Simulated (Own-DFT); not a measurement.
## Calculated data, GaP (zincblende, strained, atoms displaced)

Computed with Own-DFT development build. A calculation, not a measurement: plane-wave PBE density functional theory by an unreviewed code, no spin, of a simulated periodic cell, stress positive in tension, free energy of the whole cell less one offset for each atom, forces on such cells passed a denser k mesh, this cell's mesh not checked; offsets are fitted by least squares, one for each functional and potential file, so energies compare only between cells with the same atoms and settings and are not formation energies; the far tail of each file's local potential was reset to the Coulomb form; each entry is a single point on an unrelaxed cell, so the pressure reflects the starting lattice, mostly measured values (interpolated for alloys), from which strain is counted, and rises with the displacements; printed positions are rounded, which can move forces by about a meV/angstrom; the program, named Own-DFT, is a retired in-house code; no spin-orbit coupling.

Settings shared by all entries: functional PBE; potential files PseudoDojo norm-conserving, scalar-relativistic, standard set; wave cutoff 42 hartree; occupations Fermi-Dirac; smearing width 0.1 eV; hardware one NVIDIA H100; k mesh 3 x 3 x 3 centred on Gamma.

(1) 
```xyz
64
Lattice="10.8620 0.0000 0.0000 0.0000 10.8620 0.0000 0.0000 0.0000 10.9361" Properties=species:S:1:pos:R:3:force_x:R:1:force_y:R:1:force_z:R:1 formula=GaP free_energy_of_cell_above_offsets=-29.679 pressure=4.31 stress_xx=-4.18 stress_yy=-4.67 stress_zz=-4.08 stress_yz=0.52 stress_xz=-0.36 stress_xy=0.48 wall_time=576.1
Ga    10.8246     0.0868     0.0998      0.499     -0.206     -1.471
Ga    10.7448     2.7092     2.7225      1.618      0.031      -0.09
Ga     2.6818     0.0518     2.7780      0.751     -0.526     -0.143
Ga     2.7023     2.7826     0.1819      0.039      -0.93     -2.571
P      1.4317     1.3397     1.3621     -1.194      0.579      0.739
P      1.2853     4.1779     4.0773      0.703     -1.018     -1.211
P      4.1329     1.3401     4.1536      -1.27      0.754     -0.793
P      3.9817     4.1191     1.3691      0.596      0.821       0.76
Ga    10.8131    10.7961     5.4186     -0.696      1.035      1.923
Ga     0.1003     2.7497     8.1900     -0.893     -0.745     -0.173
Ga     2.5876    10.8530     8.0615      1.632     -0.046      1.377
Ga     2.6899     2.8164     5.3599      0.022     -0.635      0.279
P      1.4304     1.3924     6.7887      -1.48      0.308     -1.144
P      1.4677     4.0195     9.4565     -1.023      0.314      2.494
P      4.1306     1.3847     9.5467     -0.814     -0.347      0.023
P      3.9799     4.0403     6.8847      0.605      0.484     -1.391
Ga     0.0539     5.5477     0.1250     -0.206     -0.925     -1.148
Ga     0.0206     8.1547     2.8097       0.34      0.568     -1.466
Ga     2.6477     5.5748     2.6327      0.436     -1.781      1.053
Ga     2.8081     8.0962    10.8039     -0.462      1.601      1.202
P      1.5241     6.8467     1.3061     -1.868       1.48      0.076
P      1.2829     9.6100     4.1509      1.539     -1.561     -0.983
P      3.9607     6.6236     4.1381      1.003      1.447     -0.054
P      4.1277     9.5341     1.2972     -1.151      -1.29      1.479
Ga    10.8347     5.3449     5.4416     -0.789      1.008       1.25
Ga     0.0901     8.2201     8.2578     -1.211     -0.486     -0.365
Ga     2.7837     5.3396     8.2579     -0.641      1.954     -0.524
Ga     2.7699     8.1494     5.4214      -1.11     -0.222      0.253
P      1.2539     6.8534     6.8113      1.137     -0.864      0.014
P      1.4179     9.4660     9.5527     -0.039      1.362      0.649
P      4.0684     6.7098     9.7056      0.959      0.092     -2.702
P      4.0739     9.5120     6.7429      0.047      0.228      0.185
Ga     5.4405    10.6975    10.8680      -0.13      0.546     -1.861
Ga     5.2665     2.7490     2.6824      0.691     -0.547      0.031
Ga     8.1588    10.8208     2.7083     -0.268      0.819     -0.651
Ga     8.0886     2.6892    10.9292     -0.135     -0.816      0.581
P      6.4808     1.2314     1.2968      2.587      1.398      1.194
P      6.6971     4.0053     4.0481      0.717      0.173      0.364
P      9.5667     1.3508     4.0644     -1.161     -0.528      0.403
P      9.5130     4.0350     1.3797      -0.57      0.591     -0.786
Ga     5.4606    10.8574     5.3526      0.366     -0.623      0.973
Ga     5.4054     2.8497     8.1274       0.25     -1.913      0.591
Ga     8.2500    10.8200     8.1318     -1.519      1.707      1.048
Ga     8.1366     2.5799     5.4897     -0.326      0.546     -0.028
P      6.7159     1.2464     6.8462      0.393      0.813      0.136
P      6.7629     3.9961     9.5727     -0.123       1.29      0.027
P      9.4572     1.3529     9.5309      0.882      0.457      0.304
P      9.4389     4.0552     6.9293      0.935      -0.84     -1.379
Ga     5.3891     5.4196     0.0260      1.141     -0.519      0.391
Ga     5.4213     8.1028     2.8651     -0.422     -0.005     -0.711
Ga     8.1374     5.4314     2.7182     -0.164      -0.35      0.055
Ga     8.0089     8.2091    10.9340      0.923     -0.562       0.18
P      6.7840     6.8114     1.3808     -0.451     -0.299      0.201
P      6.8898     9.4740     4.1256     -1.615      1.002     -1.278
P      9.5783     6.7583     4.0068     -1.027     -0.099      0.966
P      9.4799     9.5440     1.2475     -0.024     -0.754      1.466
Ga     5.3590     5.3688     5.4894      1.051      0.061      0.543
Ga     5.3880     8.2653     8.2099      0.356      -1.45     -0.309
Ga     8.0999     5.3494     8.1649      0.779      0.728      1.956
Ga     8.0003     8.1101     5.3529       2.95     -0.475      0.723
P      7.0589     6.7933     6.8196     -3.519     -0.421      0.321
P      6.9011     9.4706     9.4466     -1.094      0.635      0.449
P      9.5779     6.9592     9.7279     -0.561      -1.36     -0.911
P      9.4022     9.5045     6.9321      2.008     -1.691     -2.517
```

Units: free_energy_of_cell_above_offsets in eV; pressure, stress_xx, stress_yy, stress_zz, stress_yz, stress_xz, stress_xy in GPa; wall_time in s; force_x, force_y, force_z in eV/Å.

(2) 
```xyz
64
Lattice="10.8620 0.0000 0.0000 0.0000 10.8620 0.0000 0.0000 0.0000 10.9361" Properties=species:S:1:pos:R:3:force_x:R:1:force_y:R:1:force_z:R:1 formula=GaP free_energy_of_cell_above_offsets=-28.284 pressure=4.66 stress_xx=-4.74 stress_yy=-4.89 stress_zz=-4.33 stress_yz=-0.8 stress_xz=-0.45 stress_xy=-1.51 wall_time=569.8
Ga     0.0338    10.7904    10.8942     -0.798      0.705      0.558
Ga    10.8479     2.7838     2.7453     -0.217     -0.218      0.065
Ga     2.6627    10.8448     2.7236      0.349     -0.646      1.108
Ga     2.8177     2.8612     0.0927      -0.96     -1.547     -1.061
P      1.4356     1.3538     1.4640     -1.187      0.839     -1.413
P      1.2433     4.0716     4.2615      2.602     -1.818     -1.779
P      3.9983     1.3751     4.1052      0.606     -0.261     -0.227
P      3.9898     4.1497     1.4652      2.833      -0.48     -1.408
Ga     0.0257    10.7794     5.5621     -0.844      1.491     -0.453
Ga     0.1866     2.7837     8.2478     -2.321     -0.857     -1.094
Ga     2.7201    10.7484     8.1724       0.45      0.911     -0.078
Ga     2.8093     2.6183     5.6426      0.202      1.574     -1.921
P      1.4115     1.4430     6.7780     -1.207     -2.099      1.741
P      1.3094     4.0921     9.6195      0.964      0.695      1.261
P      4.0999     1.4214     9.5646     -0.405     -0.726      0.178
P      4.0972     4.1142     6.7953      0.013          0      0.981
Ga     0.0660     5.6113     0.0370     -2.239     -1.501     -1.981
Ga    10.8486     8.2747     2.6977      0.181     -1.564      0.901
Ga     2.7832     5.3136     2.7464      -2.51      1.327      2.267
Ga     2.7857     8.2140     0.0763     -0.976      -1.88     -0.563
P      1.2574     6.6246     1.4734       2.29      2.598      1.036
P      1.2690     9.4934     4.1943      1.315     -0.199     -0.897
P      3.9069     6.7584     4.1714      1.717      0.087      -0.38
P      4.0679     9.5071     1.3429      0.632      0.061      1.571
Ga     0.1359     5.5281     5.3455     -2.502      0.891      0.764
Ga    10.8399     8.0509     8.2314      0.684      1.297     -0.408
Ga     2.6491     5.4000     8.2613      0.239      0.081     -0.894
Ga     2.6404     8.0944     5.5986      0.719      1.067     -1.082
P      1.3050     6.8088     6.7957      0.168     -0.763      1.681
P      1.4068     9.4568     9.6262     -0.285      -0.41     -0.797
P      4.0813     6.7871     9.4883     -0.953     -0.827      2.186
P      4.1568     9.4967     6.7020      -0.67     -0.752      1.573
Ga     5.4253    10.8176     0.0876      0.164      0.124     -2.174
Ga     5.3663     2.7555     2.7519       0.87     -0.234      0.337
Ga     8.2117    10.8353     2.6287     -0.917      0.411      0.522
Ga     8.0421     2.8212     0.1128      1.007     -0.885     -1.574
P      6.7506     1.3832     1.2181     -0.115     -0.471      2.304
P      6.9358     4.0792     4.1713     -1.762      0.072     -0.994
P      9.4191     1.4025     4.0553      1.418     -1.285     -0.196
P      9.4651     4.0927     1.2817      0.705      0.818      0.705
Ga     5.4241     0.1098     5.5136     -1.941     -2.145      -3.24
Ga     5.4594     2.7001     8.1214     -0.749     -0.689      -0.35
Ga     8.0630    10.8437     8.2752      1.207      0.408     -1.685
Ga     8.1612     2.6385     5.4225     -0.045      0.202      1.537
P      6.6623     1.1539     6.7708      3.102      3.236      2.417
P      6.7662     3.8833     9.5008      0.445      2.663      0.509
P      9.4208     1.3056     9.5190      1.115      1.138      0.869
P      9.5348     4.1929     6.7645       0.86     -1.407      -0.11
Ga     5.5099     5.5464     0.1161     -0.565     -1.074     -1.107
Ga     5.4752     8.2207     2.8310     -0.943     -0.762      0.109
Ga     8.0570     5.4751     2.6752      2.424     -1.679      1.607
Ga     8.0202     8.0476     0.0177       1.34      0.749     -0.871
P      6.9097     6.7993     1.4669      -2.75       1.04     -0.655
P      6.8182     9.5085     4.1640      0.022       1.03     -0.302
P      9.4993     6.8022     4.0263     -0.293      0.594      0.561
P      9.4385     9.3520     1.3664      0.249      1.364     -1.376
Ga     5.5360     5.4110     5.5392     -0.677      0.258     -1.212
Ga     5.4149     8.0216     8.3152      0.876      1.276     -2.338
Ga     8.2251     5.4100     8.1460     -1.041     -0.163      0.361
Ga     8.0859     8.2070     5.6152      1.154     -0.265     -1.896
P      6.8226     6.8216     6.7676     -0.699     -0.778      1.847
P      6.9377     9.3568     9.3979     -2.219     -0.071      2.363
P      9.4447     6.8770     9.4781     -0.087     -1.374      1.648
P      9.5255     9.4469     6.8494     -0.042      0.822      0.951
```

Units: free_energy_of_cell_above_offsets in eV; pressure, stress_xx, stress_yy, stress_zz, stress_yz, stress_xz, stress_xy in GPa; wall_time in s; force_x, force_y, force_z in eV/Å.

(3) 
```xyz
64
Lattice="10.8620 0.0000 0.0000 0.0000 10.8620 0.0000 0.0000 0.0000 10.9361" Properties=species:S:1:pos:R:3:force_x:R:1:force_y:R:1:force_z:R:1 formula=GaP free_energy_of_cell_above_offsets=-26.027 pressure=5.4 stress_xx=-5.68 stress_yy=-5.65 stress_zz=-4.88 stress_yz=0.7 stress_xz=0.46 stress_xy=-1.41 wall_time=579.3
Ga     0.0075    10.8010    10.8644      0.787      0.537      -0.21
Ga     0.0386     2.6438     2.7259     -0.078      1.525     -1.701
Ga     2.6470    10.7897     2.7424      0.337      2.033     -0.333
Ga     2.7963     2.5866     0.0138      0.608      1.596     -0.165
P      1.3738     1.4616     1.2627     -0.295     -2.081      1.088
P      1.2224     4.0637     4.0667      0.577     -0.065      1.432
P      4.0152     1.4501     4.2691      0.662     -1.019     -1.868
P      4.1196     4.0786     1.4098     -0.271     -0.366      0.087
Ga    10.7749    10.8006     5.4622      1.084      1.824     -0.643
Ga    10.7440     2.6686     8.2074      2.127      0.498     -0.202
Ga     2.8655     0.0139     8.1843      -1.74     -0.281      0.794
Ga     2.7526     2.8016     5.5716      -3.08     -1.511     -2.084
P      1.5018     1.2977     6.8547     -1.995      0.327     -0.317
P      1.4368     4.0239     9.6891     -0.482      0.372      -1.19
P      4.0454     1.4408     9.4338      0.725     -1.417      2.213
P      3.9545     4.0308     6.7107      3.017      2.891      2.392
Ga     0.1888     5.5669     0.0389     -2.462     -2.778      -2.32
Ga     0.0300     8.2894     2.7182     -0.665     -1.912     -1.324
Ga     2.5566     5.3598     2.7501      0.942      0.417     -0.469
Ga     2.7393     8.0571    10.7753     -0.481      1.119      2.321
P      1.3684     6.7544     1.2284      2.148      2.893      3.363
P      1.2431     9.5705     4.0070      1.433     -0.627      1.889
P      4.0135     6.8077     4.1750      0.335     -0.729     -1.791
P      4.0616     9.6635     1.3210      -0.54     -1.911      0.263
Ga    10.7941     5.5552     5.4805      0.727      -0.29     -0.014
Ga    10.7754     8.0223     8.1652      0.132      2.328      0.001
Ga     2.7556     5.3989     8.2386     -0.504      -0.02      0.092
Ga     2.6840     8.0172     5.4376     -0.634      2.294      0.668
P      1.3434     6.9115     6.9045      0.408     -2.046     -0.775
P      1.4499     9.3715     9.5406      -1.29      1.628     -0.983
P      4.0729     6.8718     9.5919       1.84     -1.934     -1.053
P      4.0558     9.4796     6.9909     -0.326      0.131     -3.517
Ga     5.5669    10.8101     0.1275     -0.999     -0.096     -2.667
Ga     5.5186     2.7290     2.8016     -0.902     -0.644     -0.585
Ga     8.1405     0.0617     2.8293      0.442     -0.791     -1.881
Ga     8.0297     2.5198     0.0099      0.896      3.095     -0.411
P      6.8437     1.2463     1.3042     -0.536       0.73      2.538
P      6.8421     4.0950     4.0378      0.139      0.294      1.445
P      9.5376     1.3712     3.8785     -0.261      0.309      3.248
P      9.5813     4.1767     1.2366     -1.112     -0.765       0.97
Ga     5.3998    10.8530     5.4442      0.713     -0.057      0.853
Ga     5.3145     2.7070     8.1900      1.257      0.919     -1.342
Ga     8.0185    10.8525     8.1113       3.29      0.016      0.889
Ga     8.1245     2.7473     5.6051      1.139      0.767     -2.041
P      6.9938     1.4110     6.9145      -3.59      0.575      -1.15
P      6.7517     4.0280     9.4784     -0.027      0.313      0.919
P      9.5411     1.5285     9.6866     -0.315     -2.784     -1.004
P      9.5694     4.1096     6.8448     -0.339      0.217     -0.221
Ga     5.4654     5.4429     0.0551      0.364      0.278     -0.176
Ga     5.3200     8.1818     2.7247      0.386      0.519      0.087
Ga     8.1889     5.5238     2.8202     -0.342     -1.643     -2.216
Ga     8.1661     8.1221    10.8504     -0.378      1.181      0.173
P      6.8503     6.9189     1.4603      -0.65      -0.67     -0.746
P      6.9747     9.5112     4.0949     -4.822       2.76     -2.634
P      9.5100     6.7587     3.9802      0.814      2.315      1.739
P      9.5562     9.5489     1.3221     -1.235     -0.072      0.022
Ga     5.4310     5.5107     5.4521      0.366     -0.619      0.401
Ga     5.3508     8.2827     8.2423     -0.139     -2.436     -0.282
Ga     8.2064     5.4233     8.2327      -0.52      0.447     -0.218
Ga     7.9711     8.2569     5.2930      3.719     -3.469        3.5
P      6.7377     6.9714     6.8522      0.412     -1.206      -0.05
P      6.6862     9.5964     9.2796      1.049     -0.222      4.013
P      9.5747     6.8232     9.5881     -0.668     -1.194      0.214
P      9.5125     9.5679     6.7668     -1.199     -1.491      0.966
```

Units: free_energy_of_cell_above_offsets in eV; pressure, stress_xx, stress_yy, stress_zz, stress_yz, stress_xz, stress_xy in GPa; wall_time in s; force_x, force_y, force_z in eV/Å.
